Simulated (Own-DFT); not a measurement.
Si$_{3}$Ge (layered order of Si and Ge on the diamond lattice, atoms displaced) (calculated)

All values are calculated (Own-DFT development build). A calculation, not a measurement: plane-wave PBE density functional theory by an unreviewed code, no spin, of a simulated periodic cell, stress positive in tension, free energy of the whole cell less one offset for each atom, forces on such cells passed a denser k mesh, this cell's mesh not checked; offsets are fitted by least squares, one for each functional and potential file, so energies compare only between cells with the same atoms and settings and are not formation energies; the far tail of each file's local potential was reset to the Coulomb form; each entry is a single point on an unrelaxed cell, so the pressure reflects the starting lattice, mostly measured values, from which strain is counted, and rises with the displacements; printed positions are rounded, which can move forces by about a meV/angstrom; the program is a retired in-house code; no spin-orbit coupling.

Common to all runs: functional PBE; potential files PseudoDojo norm-conserving, scalar-relativistic, standard set; wave cutoff 42 hartree; occupations Fermi-Dirac; smearing width 0.1 eV; k mesh 3 x 3 x 3 centred on Gamma.

(1) Si$_{3}$Ge (layered order of Si and Ge on the diamond lattice, atoms displaced)

```
Si3Ge
1.0
     10.9755     0.0000     0.0000
      0.0000    10.9755     0.0000
      0.0000     0.0000    10.9755
Ge Si Ge Si Ge Si Ge Si Ge Si Ge Si Ge Si Ge Si Ge Si Ge Si Ge Si Ge Si
1 2 2 2 1 8 1 2 2 2 1 8 1 2 2 2 1 8 1 2 2 2 1 8
Direct
  0.99506 0.99902 0.99970
  0.00280 0.25324 0.24825
  0.24602 0.99769 0.24509
  0.24945 0.25217 0.99968
  0.12690 0.12899 0.12458
  0.13116 0.37770 0.37085
  0.37248 0.12132 0.37504
  0.37752 0.37505 0.12387
  0.00012 0.99788 0.49575
  0.00059 0.25029 0.74894
  0.24778 0.99795 0.75033
  0.24749 0.25191 0.49698
  0.12049 0.12229 0.62323
  0.12501 0.37193 0.87803
  0.37160 0.12725 0.87760
  0.37599 0.37908 0.62541
  0.99715 0.50478 0.99977
  0.00118 0.75217 0.24735
  0.25305 0.50209 0.24988
  0.25148 0.75208 0.99943
  0.12655 0.62637 0.12399
  0.12767 0.87888 0.37533
  0.37238 0.62853 0.37617
  0.37477 0.87374 0.11835
  0.00297 0.49899 0.49515
  0.99163 0.74822 0.74987
  0.24689 0.50252 0.75323
  0.24874 0.74969 0.49979
  0.12168 0.62797 0.62350
  0.12044 0.87364 0.87382
  0.37230 0.62792 0.87594
  0.37532 0.87433 0.62262
  0.50612 0.00033 0.00509
  0.50190 0.24923 0.25658
  0.75196 0.99981 0.25356
  0.74768 0.25387 0.00039
  0.62397 0.12185 0.12992
  0.62310 0.37432 0.37601
  0.87468 0.12667 0.38180
  0.87358 0.37339 0.12582
  0.50182 0.00204 0.50014
  0.50146 0.25001 0.74920
  0.75290 0.99816 0.74642
  0.75112 0.24643 0.49947
  0.62723 0.12651 0.62891
  0.62730 0.36838 0.87839
  0.87116 0.12507 0.87520
  0.87408 0.36819 0.62823
  0.49795 0.50230 0.00360
  0.50648 0.75131 0.24978
  0.74784 0.49768 0.24550
  0.74870 0.75229 0.00182
  0.62806 0.63065 0.12718
  0.62793 0.87378 0.37548
  0.87727 0.62539 0.37282
  0.88137 0.87406 0.12379
  0.50739 0.49969 0.50446
  0.50090 0.74923 0.75517
  0.75215 0.50473 0.75048
  0.75176 0.75273 0.49999
  0.62467 0.62469 0.62785
  0.62117 0.87576 0.87490
  0.87273 0.62558 0.88144
  0.87383 0.87853 0.62708
```

| Property | Result |
| --- | --- |
| free energy of cell above offsets | -4.971 eV |
| pressure | 2.51 GPa |
| stress xx | -2.5 GPa |
| stress yy | -2.53 GPa |
| stress zz | -2.49 GPa |
| stress yz | -0.11 GPa |
| stress xz | -0.15 GPa |
| stress xy | 0.17 GPa |

Force:
| element | x (eV/Å) | y (eV/Å) | z (eV/Å) |
| --- | --- | --- | --- |
| Ge | 0.919 | 0.817 | -0.841 |
| Si | -0.259 | -0.274 | 1.089 |
| Si | 0.751 | 0.22 | 0.621 |
| Ge | 0.318 | 0.003 | -0.273 |
| Ge | -0.654 | -0.585 | 0.256 |
| Si | -0.536 | -0.027 | 0.074 |
| Si | -0.053 | 0.19 | -0.085 |
| Ge | -0.092 | -0.24 | 1.247 |
| Si | -0.143 | 0.14 | 0.622 |
| Si | 0.008 | -0.515 | 0.475 |
| Si | 0.094 | 0.167 | -0.098 |
| Si | 0.364 | -0.333 | 0.534 |
| Si | 0.497 | 0.267 | -0.01 |
| Si | -0.498 | 0.759 | -0.885 |
| Si | 0.694 | -0.575 | -0.816 |
| Si | -0.203 | -0.291 | 0.05 |
| Ge | 0.474 | -0.873 | -0.205 |
| Si | 0.423 | -0.271 | 1.092 |
| Si | 0.119 | 0.024 | 0.152 |
| Ge | -0.753 | -0.202 | -0.987 |
| Ge | 0.075 | -0.05 | 0.719 |
| Si | -0.288 | -0.686 | -0.317 |
| Si | 1.01 | -0.369 | -0.032 |
| Ge | 0.514 | 0.2 | 1.65 |
| Si | -0.339 | -0.255 | 0.518 |
| Si | 0.521 | 0.106 | 0.151 |
| Si | 0.064 | -0.102 | -0.333 |
| Si | -0.028 | 0.339 | 0.149 |
| Si | -0.078 | -0.358 | 0.208 |
| Si | 0.055 | -0.028 | -0.522 |
| Si | 0.269 | -0.485 | -0.476 |
| Si | 0.18 | 0.026 | 0.402 |
| Ge | -1.04 | 0.256 | -1.415 |
| Si | -0.667 | -0.208 | -0.086 |
| Si | 0.439 | -0.125 | 0.288 |
| Ge | 0.296 | -1.305 | 0.083 |
| Ge | 0.744 | 0.84 | 0.756 |
| Si | 0.702 | 0.125 | 0.108 |
| Si | 0.485 | -0.165 | -1.174 |
| Ge | 0.388 | 0.345 | 0.308 |
| Si | 0.032 | -0.207 | 0.095 |
| Si | -0.479 | 0.053 | 0.332 |
| Si | -0.738 | 0.377 | 0.814 |
| Si | -0.498 | 0.615 | 0.452 |
| Si | -0.179 | -0.306 | -0.498 |
| Si | -0.785 | 1.643 | -1.233 |
| Si | 0.195 | 0.179 | -0.588 |
| Si | 0.094 | 1.141 | -0.596 |
| Ge | 0.698 | 0.163 | -1.163 |
| Si | -1.175 | 0.26 | 0.744 |
| Si | 0.158 | 0.286 | 1.268 |
| Ge | 0.154 | 0.454 | -0.801 |
| Ge | -0.353 | -0.892 | 0.249 |
| Si | -0.203 | 0.419 | 0.158 |
| Si | -0.326 | -0.115 | -0.083 |
| Ge | -1.137 | 0.138 | 1.049 |
| Si | -1.049 | 0.28 | -0.5 |
| Si | -0.463 | 0.044 | -0.707 |
| Si | -0.128 | -0.961 | 0.322 |
| Si | -0.001 | -0.506 | 0.237 |
| Si | 0.463 | 0.574 | -0.028 |
| Si | 0.823 | 0.136 | -0.546 |
| Si | -0.267 | 0.245 | -1.237 |
| Si | 0.396 | -0.521 | -0.737 |

(2) Si$_{3}$Ge (layered order of Si and Ge on the diamond lattice, atoms displaced)

```
Si3Ge
1.0
     10.9755     0.0000     0.0000
      0.0000    10.9755     0.0000
      0.0000     0.0000    10.9755
Ge Si Ge Si Ge Si Ge Si Ge Si Ge Si Ge Si Ge Si Ge Si Ge Si Ge Si Ge Si
1 2 2 2 1 8 1 2 2 2 1 8 1 2 2 2 1 8 1 2 2 2 1 8
Direct
  0.99954 0.99834 0.99312
  0.99931 0.25305 0.24825
  0.25309 0.99879 0.24804
  0.25020 0.24880 0.00006
  0.12221 0.12715 0.13050
  0.12674 0.37227 0.37573
  0.37248 0.12617 0.37460
  0.37750 0.37477 0.12737
  0.99694 0.00282 0.50041
  0.00047 0.24852 0.74742
  0.25207 0.99992 0.75036
  0.25068 0.25092 0.49744
  0.12344 0.12572 0.62373
  0.12862 0.37488 0.87425
  0.37079 0.12799 0.87719
  0.37576 0.38019 0.62396
  0.99981 0.49722 0.00291
  0.99539 0.75276 0.25665
  0.24649 0.49821 0.24680
  0.25007 0.75243 0.99843
  0.12697 0.62508 0.12249
  0.12399 0.87676 0.37557
  0.37755 0.62366 0.37250
  0.37588 0.87126 0.12135
  0.00444 0.49920 0.49967
  0.99800 0.75023 0.75133
  0.24805 0.49728 0.74643
  0.24866 0.75178 0.49747
  0.12117 0.62530 0.62468
  0.12319 0.87579 0.87329
  0.37303 0.62074 0.87836
  0.37671 0.87499 0.62916
  0.49863 0.00301 0.00136
  0.49902 0.25354 0.24596
  0.74941 0.99986 0.25228
  0.75274 0.25210 0.99985
  0.62599 0.12348 0.12627
  0.62230 0.37520 0.37842
  0.87264 0.12497 0.37233
  0.87348 0.37741 0.12635
  0.49901 0.00046 0.49815
  0.50077 0.25177 0.74612
  0.75160 0.00209 0.75711
  0.74734 0.24796 0.50125
  0.62125 0.13206 0.62512
  0.61915 0.37523 0.87225
  0.87450 0.12109 0.87333
  0.88071 0.37391 0.61986
  0.49932 0.49913 0.00076
  0.49791 0.74978 0.25100
  0.75035 0.49415 0.24947
  0.74951 0.75100 0.99964
  0.62192 0.62439 0.12850
  0.62370 0.87648 0.37893
  0.86824 0.62601 0.37765
  0.87473 0.87396 0.12542
  0.49674 0.49788 0.49816
  0.50097 0.74838 0.75029
  0.75047 0.50053 0.74465
  0.75220 0.74495 0.50209
  0.62566 0.62563 0.62248
  0.62688 0.87478 0.87537
  0.87258 0.61787 0.87509
  0.87791 0.87536 0.61915
```

| Property | Result |
| --- | --- |
| free energy of cell above offsets | -5.375 eV |
| pressure | 2.44 GPa |
| stress xx | -2.45 GPa |
| stress yy | -2.45 GPa |
| stress zz | -2.44 GPa |
| stress yz | -0.16 GPa |
| stress xz | 0.06 GPa |
| stress xy | 0.21 GPa |

Force:
| element | x (eV/Å) | y (eV/Å) | z (eV/Å) |
| --- | --- | --- | --- |
| Ge | 0.121 | 0.309 | 0.735 |
| Si | -0.312 | -0.085 | 1.086 |
| Si | -0.385 | -0.058 | 0.608 |
| Ge | -0.275 | 0.378 | 0.102 |
| Ge | 0.198 | -0.633 | -0.424 |
| Si | -0.211 | 0.362 | -0.349 |
| Si | 0.463 | -0.038 | -0.364 |
| Ge | -0.742 | 0.162 | -0.076 |
| Si | 0.452 | 0.05 | -0.469 |
| Si | 0 | 0.126 | 0.45 |
| Si | -0.399 | 0.186 | -0.048 |
| Si | 0.049 | -0.101 | 0.589 |
| Si | 0.439 | -0.119 | 0.012 |
| Si | -0.589 | -0.269 | -0.462 |
| Si | 0.707 | -0.304 | -1.092 |
| Si | -0.272 | -0.81 | -0.044 |
| Ge | 0.318 | 0.232 | -1.113 |
| Si | 0.476 | -0.575 | -0.106 |
| Si | 0.485 | 0.097 | 0.9 |
| Ge | -0.316 | -0.336 | -0.884 |
| Ge | -0.683 | 0.509 | 1.07 |
| Si | 0.031 | 0.289 | -0.027 |
| Si | -0.847 | 0.013 | 0.107 |
| Ge | 0.124 | 0.484 | 0.963 |
| Si | -0.492 | 0.236 | -0.447 |
| Si | -0.176 | -0.243 | -0.108 |
| Si | 0.034 | 0.664 | 0.295 |
| Si | 0.288 | -0.288 | 0.412 |
| Si | 0.529 | 0.265 | 0.071 |
| Si | 0.456 | -0.241 | -0.765 |
| Si | -0.018 | 0.324 | -1.165 |
| Si | -0.122 | -0.107 | -0.608 |
| Ge | 0.162 | -0.28 | -0.999 |
| Si | 0.429 | -0.742 | 1.393 |
| Si | -0.078 | -0.304 | 0.262 |
| Ge | -0.535 | -0.327 | -0.88 |
| Ge | 0.122 | 0.473 | 0.501 |
| Si | 0.228 | -0.366 | -0.445 |
| Si | 0.13 | 0.3 | 0.242 |
| Ge | 0.291 | -0.48 | 0.365 |
| Si | -0.154 | 0.322 | 0.573 |
| Si | -0.919 | 0.106 | 0.555 |
| Si | -0.585 | -0.428 | -1.567 |
| Si | 0.432 | 0.392 | -0.301 |
| Si | 0.524 | -1.316 | 0.089 |
| Si | 0.957 | 0.082 | -0.421 |
| Si | 0.333 | 1.082 | -0.231 |
| Si | -0.616 | -0.041 | 0.313 |
| Ge | 0.076 | 0.073 | -0.446 |
| Si | 0.322 | 0.246 | 0.632 |
| Si | -0.647 | 0.88 | 1.07 |
| Ge | -0.037 | -0.677 | -0.337 |
| Ge | 0.554 | 0.015 | 0.241 |
| Si | 0.321 | -0.504 | -0.285 |
| Si | 0.901 | -0.853 | -0.474 |
| Ge | 0.089 | 0.328 | 0.455 |
| Si | 0.492 | 0.697 | 0.104 |
| Si | -0.018 | -0.153 | 0.299 |
| Si | -0.13 | -0.586 | 0.14 |
| Si | -0.626 | 1.012 | -0.029 |
| Si | -0.415 | -0.295 | 0.166 |
| Si | -0.501 | 0.179 | -0.419 |
| Si | 0.125 | 0.691 | -0.428 |
| Si | -0.558 | -0.006 | 1.01 |

(3) Si$_{3}$Ge (layered order of Si and Ge on the diamond lattice, atoms displaced)

```
Si3Ge
1.0
     10.9755     0.0000     0.0000
      0.0000    10.9755     0.0000
      0.0000     0.0000    10.9755
Ge Si Ge Si Ge Si Ge Si Ge Si Ge Si Ge Si Ge Si Ge Si Ge Si Ge Si Ge Si
1 2 2 2 1 8 1 2 2 2 1 8 1 2 2 2 1 8 1 2 2 2 1 8
Direct
  0.00268 0.00139 0.99822
  0.99865 0.25069 0.24421
  0.24927 0.00206 0.25147
  0.25309 0.24803 0.00417
  0.12550 0.12249 0.12998
  0.12589 0.37669 0.37255
  0.37555 0.12439 0.37334
  0.37770 0.37327 0.12238
  0.99856 0.00222 0.49897
  0.00422 0.24787 0.75059
  0.24902 0.00702 0.74765
  0.25266 0.24769 0.49921
  0.12604 0.12614 0.62569
  0.12492 0.37822 0.88264
  0.37842 0.12291 0.87700
  0.37628 0.37707 0.61548
  0.99728 0.50343 0.00424
  0.99652 0.75126 0.25270
  0.25162 0.49632 0.25134
  0.25221 0.75146 0.99826
  0.12017 0.62044 0.12607
  0.12583 0.87240 0.37081
  0.37576 0.62470 0.37321
  0.37246 0.87604 0.12142
  0.99817 0.49984 0.50014
  0.99844 0.75271 0.74944
  0.24815 0.50267 0.75308
  0.24779 0.75114 0.49692
  0.12559 0.62827 0.62367
  0.12527 0.87149 0.87701
  0.37406 0.62646 0.87328
  0.37287 0.87539 0.62449
  0.49734 0.00074 0.99947
  0.50033 0.24524 0.25266
  0.74722 0.00001 0.25231
  0.74879 0.25181 0.99646
  0.62413 0.12637 0.12736
  0.62435 0.37514 0.37611
  0.87435 0.12463 0.37270
  0.87554 0.37881 0.12744
  0.49965 0.00306 0.49769
  0.49683 0.24592 0.75364
  0.75251 0.99911 0.75094
  0.74582 0.25197 0.50117
  0.62486 0.12733 0.62621
  0.62879 0.37350 0.87534
  0.87649 0.12778 0.87282
  0.87877 0.37561 0.62844
  0.50036 0.49762 0.00230
  0.49819 0.74686 0.24728
  0.75013 0.49992 0.24895
  0.74806 0.75323 0.00300
  0.62531 0.63005 0.12216
  0.62528 0.87845 0.37319
  0.87904 0.62670 0.37781
  0.87622 0.87484 0.12540
  0.49418 0.50243 0.50326
  0.49879 0.75304 0.75028
  0.75234 0.50089 0.74944
  0.74678 0.74699 0.50232
  0.62146 0.62479 0.62417
  0.62382 0.88137 0.87898
  0.87355 0.62150 0.87660
  0.87513 0.88060 0.62848
```

| Property | Result |
| --- | --- |
| free energy of cell above offsets | -5.130 eV |
| pressure | 2.5 GPa |
| stress xx | -2.54 GPa |
| stress yy | -2.5 GPa |
| stress zz | -2.46 GPa |
| stress yz | 0.42 GPa |
| stress xz | 0.09 GPa |
| stress xy | -0.22 GPa |

Force:
| element | x (eV/Å) | y (eV/Å) | z (eV/Å) |
| --- | --- | --- | --- |
| Ge | -0.241 | -0.132 | -0.397 |
| Si | 0.148 | 0.022 | 1.339 |
| Si | 0.308 | -0.584 | 0.48 |
| Ge | -0.448 | -0.197 | -0.958 |
| Ge | -0.074 | 0.328 | -0.116 |
| Si | -0.297 | -0.6 | 0.388 |
| Si | -0.175 | -0.087 | 0.257 |
| Ge | 0.002 | -0.136 | 1.52 |
| Si | 0.375 | -0.233 | -0.088 |
| Si | -0.004 | 0.71 | 0.271 |
| Si | 0.171 | -1.056 | 0.592 |
| Si | -0.475 | 0.313 | -0.322 |
| Si | -0.136 | 0.095 | -0.544 |
| Si | 0.09 | -0.426 | -0.913 |
| Si | -0.927 | 0.333 | -0.721 |
| Si | -0.669 | -0.612 | 1.822 |
| Ge | -0.137 | -0.539 | -1.188 |
| Si | 0.457 | -0.275 | 0.052 |
| Si | 0.04 | 0.33 | 0.007 |
| Ge | -0.693 | -0.817 | -0.144 |
| Ge | 1.102 | 1.11 | 1.04 |
| Si | -0.296 | 0.564 | 0.48 |
| Si | -0.391 | 0.1 | 0.138 |
| Ge | 0.15 | 0.006 | 1.295 |
| Si | 0.606 | 0.002 | 0.132 |
| Si | 0.021 | -0.369 | 0.19 |
| Si | 0.097 | -0.38 | -0.621 |
| Si | 0.405 | -0.125 | 0.115 |
| Si | -0.292 | -0.271 | 0.154 |
| Si | 0.08 | 0.68 | -1.131 |
| Si | 0.458 | -0.252 | -0.238 |
| Si | 0.033 | 0.355 | -0.224 |
| Ge | 0.471 | 0.161 | 0.087 |
| Si | -0.06 | 0.89 | 0.303 |
| Si | 0.545 | 0.008 | -0.055 |
| Ge | 0.573 | -0.268 | 0.322 |
| Ge | 0.236 | -0.216 | 0.032 |
| Si | -0.327 | 0.315 | -0.014 |
| Si | -0.193 | 0.496 | 0.228 |
| Ge | -0.531 | -0.605 | 0.004 |
| Si | 0.097 | -0.363 | 0.415 |
| Si | 0.423 | 0.932 | -0.63 |
| Si | -0.508 | 0.608 | 0.147 |
| Si | 0.801 | -0.017 | 0.059 |
| Si | -0.095 | -0.392 | 0.116 |
| Si | -0.801 | 0.422 | -1.023 |
| Si | -0.041 | -0.305 | -0.265 |
| Si | -0.341 | -0.318 | -0.344 |
| Ge | 0.338 | 0.565 | -1.273 |
| Si | 0.099 | 0.809 | 0.715 |
| Si | -0.215 | 0.577 | 0.946 |
| Ge | 0.45 | 0.032 | -1.371 |
| Ge | -0.169 | -0.936 | 0.989 |
| Si | -0.43 | -0.801 | 0.332 |
| Si | -0.89 | -0.254 | -0.079 |
| Ge | -0.122 | 0.55 | 0.632 |
| Si | 1.004 | 0.126 | -0.965 |
| Si | 0.221 | 0.036 | 0.124 |
| Si | -0.406 | -0.156 | -0.064 |
| Si | 0.413 | 0.709 | -0.201 |
| Si | 0.13 | 0.006 | 0.5 |
| Si | 0.242 | -0.651 | -1.066 |
| Si | -0.088 | 0.952 | -0.635 |
| Si | -0.111 | -0.768 | -0.632 |

(4) Si$_{3}$Ge (layered order of Si and Ge on the diamond lattice, atoms displaced)

```
Si3Ge
1.0
     10.9755     0.0000     0.0000
      0.0000    10.9755     0.0000
      0.0000     0.0000    10.9755
Ge Si Ge Si Ge Si Ge Si Ge Si Ge Si Ge Si Ge Si Ge Si Ge Si Ge Si Ge Si
1 2 2 2 1 8 1 2 2 2 1 8 1 2 2 2 1 8 1 2 2 2 1 8
Direct
  0.99871 0.00221 0.99933
  0.99933 0.25200 0.24411
  0.25102 0.99776 0.25122
  0.24987 0.25543 0.00238
  0.12556 0.12971 0.12447
  0.12665 0.37469 0.37155
  0.37726 0.12867 0.37340
  0.37282 0.37712 0.12765
  0.99467 0.00301 0.50023
  0.00180 0.24754 0.75178
  0.25172 0.00128 0.74908
  0.25065 0.25249 0.50375
  0.12491 0.12563 0.62609
  0.12556 0.37911 0.87923
  0.37869 0.12716 0.87296
  0.37511 0.37649 0.62528
  0.00682 0.50230 0.00126
  0.00221 0.75033 0.24922
  0.25309 0.50164 0.25092
  0.25137 0.75119 0.00123
  0.12468 0.62717 0.12624
  0.12163 0.87769 0.37243
  0.37612 0.62665 0.37568
  0.38030 0.87618 0.12516
  0.99863 0.49928 0.50238
  0.99745 0.74662 0.75054
  0.24624 0.50102 0.74910
  0.24918 0.74592 0.50090
  0.12867 0.62547 0.62462
  0.12639 0.87365 0.87626
  0.37415 0.62345 0.87765
  0.37333 0.87608 0.62396
  0.50310 0.00077 0.99997
  0.49908 0.24564 0.24828
  0.74728 0.99775 0.24996
  0.74509 0.24851 0.99411
  0.62411 0.12361 0.12152
  0.62676 0.37868 0.37374
  0.87827 0.12236 0.37637
  0.87240 0.37330 0.12716
  0.50123 0.00209 0.50191
  0.49762 0.25129 0.74946
  0.75231 0.99327 0.75071
  0.75061 0.25110 0.49414
  0.62883 0.12670 0.62682
  0.61970 0.37471 0.87206
  0.87044 0.12555 0.87649
  0.87410 0.37278 0.62496
  0.50405 0.49671 0.00720
  0.49725 0.75204 0.25533
  0.74895 0.49651 0.24833
  0.74927 0.74638 0.99740
  0.62490 0.62660 0.12814
  0.62572 0.87610 0.38027
  0.87469 0.62534 0.37833
  0.87454 0.87715 0.12636
  0.49756 0.50168 0.49358
  0.50499 0.74878 0.75105
  0.75247 0.50271 0.75068
  0.75132 0.75253 0.49913
  0.62951 0.62640 0.62721
  0.62372 0.87575 0.87979
  0.87812 0.62593 0.87786
  0.87042 0.87881 0.62067
```

| Property | Result |
| --- | --- |
| free energy of cell above offsets | -5.284 eV |
| pressure | 2.45 GPa |
| stress xx | -2.44 GPa |
| stress yy | -2.47 GPa |
| stress zz | -2.45 GPa |
| stress yz | -0.01 GPa |
| stress xz | 0.44 GPa |
| stress xy | 0.21 GPa |

Force:
| element | x (eV/Å) | y (eV/Å) | z (eV/Å) |
| --- | --- | --- | --- |
| Ge | 0.239 | -0.014 | -0.479 |
| Si | 0.123 | -0.363 | 1.486 |
| Si | 0.034 | 0.651 | 0.251 |
| Ge | 0.345 | -0.505 | -1.088 |
| Ge | 0.139 | -0.785 | 0.522 |
| Si | -0.287 | 0.152 | 0.404 |
| Si | -0.447 | -0.587 | 0.591 |
| Ge | 0.508 | -0.327 | 0.724 |
| Si | 0.961 | -0.335 | 0.267 |
| Si | -0.331 | 0.435 | 0.251 |
| Si | -0.197 | -0.139 | 0.25 |
| Si | -0.094 | -0.224 | -0.581 |
| Si | 0.038 | -0.149 | -0.155 |
| Si | 0.015 | -0.596 | -1.319 |
| Si | -0.628 | -0.065 | -0.001 |
| Si | -0.057 | 0.311 | -0.071 |
| Ge | -1.203 | -0.282 | -0.134 |
| Si | -0.676 | 0.049 | 0.757 |
| Si | -0.452 | 0.243 | 0.614 |
| Ge | 0.141 | -0.001 | -0.464 |
| Ge | 0.654 | 0.022 | 0.792 |
| Si | 0.268 | -0.334 | 0.644 |
| Si | -0.469 | -0.001 | -0.135 |
| Ge | -0.553 | -0.061 | 0.595 |
| Si | 0.398 | -0.054 | -0.212 |
| Si | 0.37 | 0.756 | -0.462 |
| Si | 0.631 | -0.09 | 0.326 |
| Si | 0.009 | 0.936 | -0.356 |
| Si | -0.9 | -0.193 | 0.109 |
| Si | -0.31 | 0.277 | -0.801 |
| Si | 0.462 | -0.174 | -0.636 |
| Si | 0.433 | -0.373 | 0.114 |
| Ge | -0.625 | 0.077 | -0.809 |
| Si | 0.343 | 0.841 | 0.462 |
| Si | 0.174 | 0.341 | 0.73 |
| Ge | 0.18 | 0.591 | -0.023 |
| Ge | 0.39 | 0.239 | 1.162 |
| Si | -0.572 | -0.699 | -0.209 |
| Si | -0.622 | 0.665 | -0.964 |
| Ge | 0.062 | 0.221 | -0.675 |
| Si | -0.16 | 0.193 | 0.022 |
| Si | 0.368 | -0.084 | -0.423 |
| Si | -0.561 | 0.862 | 0.29 |
| Si | 0.045 | -0.124 | 0.527 |
| Si | -0.101 | -0.108 | -0.052 |
| Si | 0.484 | 0.423 | -0.434 |
| Si | 0.589 | -0.403 | -1.055 |
| Si | 0.121 | -0.006 | 0.142 |
| Ge | -0.5 | 0.37 | -1.206 |
| Si | 0.685 | 0.055 | 0.254 |
| Si | 0.271 | 0.855 | 0.862 |
| Ge | 0.199 | 0.566 | 0.084 |
| Ge | 0.015 | 0.119 | 0.77 |
| Si | -0.299 | 0.017 | -0.411 |
| Si | 0.131 | -0.155 | -0.545 |
| Ge | -0.053 | -0.522 | 0.228 |
| Si | 0.634 | -0.067 | 1.05 |
| Si | -0.768 | 0.236 | 0.096 |
| Si | -0.031 | -0.506 | 0.183 |
| Si | -0.2 | -0.37 | 0.118 |
| Si | -0.368 | -0.159 | -0.6 |
| Si | 0.344 | -0.425 | -1.181 |
| Si | -0.121 | -0.482 | -0.664 |
| Si | 0.784 | -0.74 | 0.473 |
